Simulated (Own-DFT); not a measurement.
# Strain and stress in wurtzite AlN, 72 atoms (Al36N36)

All numbers below are calculated, not measured. The program, named Own-DFT, is a retired in-house plane-wave density functional code that no person has reviewed. Each row is one single-point run on a periodic cell that was not relaxed, without spin or spin-orbit coupling.

Settings of every run: PBE; PseudoDojo norm-conserving scalar-relativistic files; cutoff 42 hartree; 4 x 4 x 3 k mesh centred on Gamma; Gaussian smearing of 0.01 eV.

Known limits: k mesh not checked against a denser one; stress not checked against mesh or cutoff.

Unstrained cell vectors in Å: (9.336, 0.000, 0.000); (-4.668, 8.085, 0.000); (0.000, 0.000, 9.964). The unstrained cell has measured lattice constants (interpolated for alloys), not those of this functional. That, the random moves and any unrelaxed bonds set the pressure at no strain. Each run strains this cell uniformly, with the atoms carried along. Every atom was also moved at random, by a Gaussian of width 0.05 Å on each axis. Strain is the symmetric tensor, in per cent. Stress is positive in tension, and the pressure is minus a third of its trace.

```
run,e_xx (%),e_yy (%),e_zz (%),e_yz (%),e_xz (%),e_xy (%),s_xx (GPa),s_yy (GPa),s_zz (GPa),s_yz (GPa),s_xz (GPa),s_xy (GPa),P (GPa),E (meV/atom)
1,-1.96,1.84,0.79,-0.21,0.49,-1.69,-12.84,0.76,-1.93,-0.65,0.53,-6.02,4.67,24.0
2,-1.32,1.08,-1.64,-1.51,1.32,-0.93,-12.43,-4.45,-13.68,-3.91,5.67,-3.77,10.19,40.7
3,-0.98,-0.22,-1.94,0.37,1.60,-1.83,-12.37,-10.52,-15.87,1.34,5.13,-7.03,12.92,47.0
4,1.21,-1.89,-0.78,1.02,-0.32,1.86,-3.78,-11.88,-11.32,1.47,-1.43,5.93,8.99,35.1
5,1.74,-1.63,-1.25,0.58,-0.59,-0.86,1.62,-13.76,-12.82,2.56,-1.62,-1.54,8.32,24.1
6,-1.02,-1.75,0.98,1.93,-0.36,-0.65,-13.08,-13.70,-3.45,4.56,-1.09,-3.33,10.08,29.8
7,-1.59,-1.90,-0.92,-0.43,0.93,-0.39,-18.85,-15.35,-14.08,-1.52,3.07,-1.26,16.09,47.5
8,-1.45,0.37,-0.57,-0.26,1.02,1.22,-13.36,-5.78,-9.03,-0.49,2.69,4.48,9.39,31.2
9,1.23,0.07,-0.78,0.16,1.49,-0.78,0.52,-3.80,-8.59,0.42,3.68,-1.51,3.95,0.0
10,0.45,1.10,1.18,-1.26,1.71,-1.17,-2.08,-0.22,1.54,-3.51,4.18,-3.61,0.25,19.1
11,-0.65,0.59,0.20,1.53,-0.89,-1.04,-7.29,-1.83,-6.30,3.77,-1.49,-3.14,5.14,9.4
12,-0.39,1.24,-1.53,0.70,0.76,-0.55,-5.15,-1.10,-15.52,2.96,2.08,-0.57,7.26,25.3
13,0.94,1.97,-1.45,1.62,-0.10,0.44,-2.16,3.50,-9.91,4.50,0.17,2.52,2.85,17.8
14,-0.80,1.82,0.88,-0.93,1.67,1.82,-6.49,2.56,-1.25,-2.42,4.63,6.63,1.73,5.0
15,1.56,1.84,-0.95,-1.82,0.65,0.50,3.44,3.17,-8.74,-3.94,1.64,0.64,0.71,19.0
16,-1.83,-1.15,-1.85,-1.42,-0.43,-1.19,-18.31,-17.17,-16.74,-3.86,-0.91,-5.64,17.41,73.0
17,-1.87,1.24,-0.25,1.06,-1.89,-1.01,-11.74,-1.57,-7.99,2.98,-4.49,-3.79,7.10,10.8
18,-1.29,1.66,-1.91,0.86,-0.53,0.66,?,?,?,?,?,?,?,?
```

E is the free energy for each atom above the lowest run shown.

## Worked fit

Each stress component was fitted by least squares to a constant and the strains of the runs shown, as fractions, with shears doubled. Shear strains stay in the fit of a normal stress only where such slopes are resolved. The slopes, in GPa:

```
stress,at no strain,per e_xx,per e_yy,per e_zz,scatter
s_xx,-5.9,499 ± 27,142 ± 25,68 ± 34,1.39
s_yy,-5.4,120 ± 25,450 ± 23,114 ± 32,1.29
s_zz,-6.3,65 ± 19,85 ± 18,489 ± 25,1.00
```

Each shear stress against twice its own strain: yz 130 ± 7, xz 135 ± 10, xy 170 ± 10 GPa. These are stiffnesses along x, y and z of the frame in which the cell vectors are given, which need not be the crystal's axes. The atoms are held to the strained lattice; where symmetry lets them move under strain, relaxing them would lower some slopes. The table should be nearly symmetric about its diagonal, and what it lacks of that shows the noise. A ninth of its sum, 226 ± 5 GPa, estimates the bulk modulus near the mean pressure of these runs, 7.5 GPa, so it lies above the value at zero pressure.

## Withheld run

Question: what normal stresses and pressure should run 18 give?

The fit gives s_xx = -11.3, s_yy = -1.7, s_zz = -15.0 and P = 9.3 GPa. The calculation gave -13.54, 1.01, -14.67 and P = 9.07 GPa.
